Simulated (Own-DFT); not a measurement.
# Which defects push the lattice out? rock-salt HfC

Calculated, not measured: single-point runs of Own-DFT, a retired in-house plane-wave DFT program that no person has reviewed, on unrelaxed cells, without spin or spin-orbit coupling.

Method: PBE; PseudoDojo norm-conserving scalar-relativistic files; cutoff 42 hartree; 4 x 4 x 4 k mesh centred on Gamma; cold (Marzari-Vanderbilt) smearing of 0.2 eV.

Known weak points: hafnium file: forces about 75 meV/angstrom off all-electron values; forces on such cells failed a check on a denser k mesh; stress not checked against mesh or cutoff.

All runs share one cell, with vectors in Å (3.784, -5.351, 6.554); (-3.784, 5.351, 6.554); (-7.568, -5.351, 0.000) and a volume of 796.2 Å³. The atoms are randomly displaced, by u rms on each axis. The defect's site can differ from row to row.

| cell | formula | u (Å) | P (GPa) |
|---|---|---|---|
| no defect | C32Hf32 | 0.0217 | 3.20 |
| no defect | C32Hf32 | 0.0454 | 4.51 |
| no defect | C32Hf32 | 0.0509 | 4.94 |
| one Hf vacancy | C32Hf31 | 0.0427 | 3.26 |
| one Hf vacancy | C32Hf31 | 0.0466 | 3.63 |
| one Hf vacancy | C32Hf31 | 0.0467 | 3.50 |
| one C vacancy | C31Hf32 | 0.0281 | ? |
| one C vacancy | C31Hf32 | 0.0307 | 3.13 |
| one C vacancy | C31Hf32 | 0.0462 | 4.10 |
| one C vacancy | C31Hf32 | 0.0501 | 4.41 |

## Worked fit

P = P0 + c u² + a shift for each defect gives P0 = 2.82 GPa, c = 820 ± 23 GPa/Å² and a scatter of 0.04 GPa. The shifts, and each times the cell's volume:

- one C vacancy: -0.47 ± 0.04 GPa, -2.3 eV
- one Hf vacancy: -1.05 ± 0.04 GPa, -5.2 eV

Against the defect-free cell, a freed cell would be larger where the shift is positive and smaller where it is negative (160.2 GPa Å³ is 1 eV). The atoms around the defects weren't relaxed, which would change these numbers.

## Withheld run

The question: what pressure belongs in the blank (one C vacancy, u = 0.0281 Å)?

Estimate: 3.00 ± 0.06 GPa. DFT gave 2.91 GPa.
